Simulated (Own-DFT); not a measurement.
# What a defect does to the pressure of its cell: 2H SiC

Calculated, not measured: single-point runs of Own-DFT, a retired in-house plane-wave DFT program that no person has reviewed, on unrelaxed cells, without spin or spin-orbit coupling.

Settings: PBE; PseudoDojo norm-conserving scalar-relativistic files; cutoff 42 hartree; 4 x 4 x 3 k mesh centred on Gamma; Fermi-Dirac smearing of 0.1 eV.

Known weak points (not all hold for every row): some atoms lie very close together; not probed for a lower state with spin; forces on such cells passed a denser k mesh, each cell not checked; stress not checked against mesh or cutoff.

All runs share one cell, with vectors in Å (9.248, 0.000, 0.000); (-4.624, 8.009, 0.000); (0.000, 0.000, 10.068) and a volume of 745.7 Å³. Atoms were moved at random from their sites; u is the rms move along one axis. The defect's site can differ from row to row.

```
cell,formula,u (Å),P (GPa)
no defect,C36Si36,0.0280,3.86
no defect,C36Si36,0.0293,3.74
no defect,C36Si36,0.0597,6.28
one C on a Si site and one Si on a C site,C36Si36,0.0297,7.73
one C on a Si site and one Si on a C site,C36Si36,0.0520,9.38
one C on a Si site and one Si on a C site,C36Si36,0.0557,9.36
one C on a Si site,C37Si35,0.0293,1.81
one C on a Si site,C37Si35,0.0299,2.06
one C on a Si site,C37Si35,0.0476,3.32
one Al on a Si site and one N on a C site,AlC35NSi35,0.0295,4.10
one Al on a Si site and one N on a C site,AlC35NSi35,0.0317,4.03
one Al on a Si site and one N on a C site,AlC35NSi35,0.0463,?
one Al on a Si site and one N on a C site,AlC35NSi35,0.0517,5.48
one Si on a C site,C35Si37,0.0298,10.40
one Si on a C site,C35Si37,0.0502,12.08
one Si on a C site,C35Si37,0.0527,12.10
```

## Worked fit

P = P0 + c u² + a shift for each defect gives P0 = 3.10 GPa, c = 880 ± 42 GPa/Å² and a scatter of 0.15 GPa. The shifts, and each times the cell's volume:

- one Si on a C site: 6.61 ± 0.12 GPa, 30.8 eV
- one C on a Si site and one Si on a C site: 3.76 ± 0.13 GPa, 17.5 eV
- one Al on a Si site and one N on a C site: 0.11 ± 0.12 GPa, 0.5 eV (not resolved)
- one C on a Si site: -1.88 ± 0.13 GPa, -8.8 eV

Against the defect-free cell, a freed cell would be larger where the shift is positive and smaller where it is negative (160.2 GPa Å³ is 1 eV). The atoms around the defects weren't relaxed, which would change these numbers.

## Test on the hidden row

The question: what pressure belongs in the blank (one Al on a Si site and one N on a C site, u = 0.0463 Å)?

From the fit: 5.10 ± 0.18 GPa. The run itself gave 5.12 GPa.
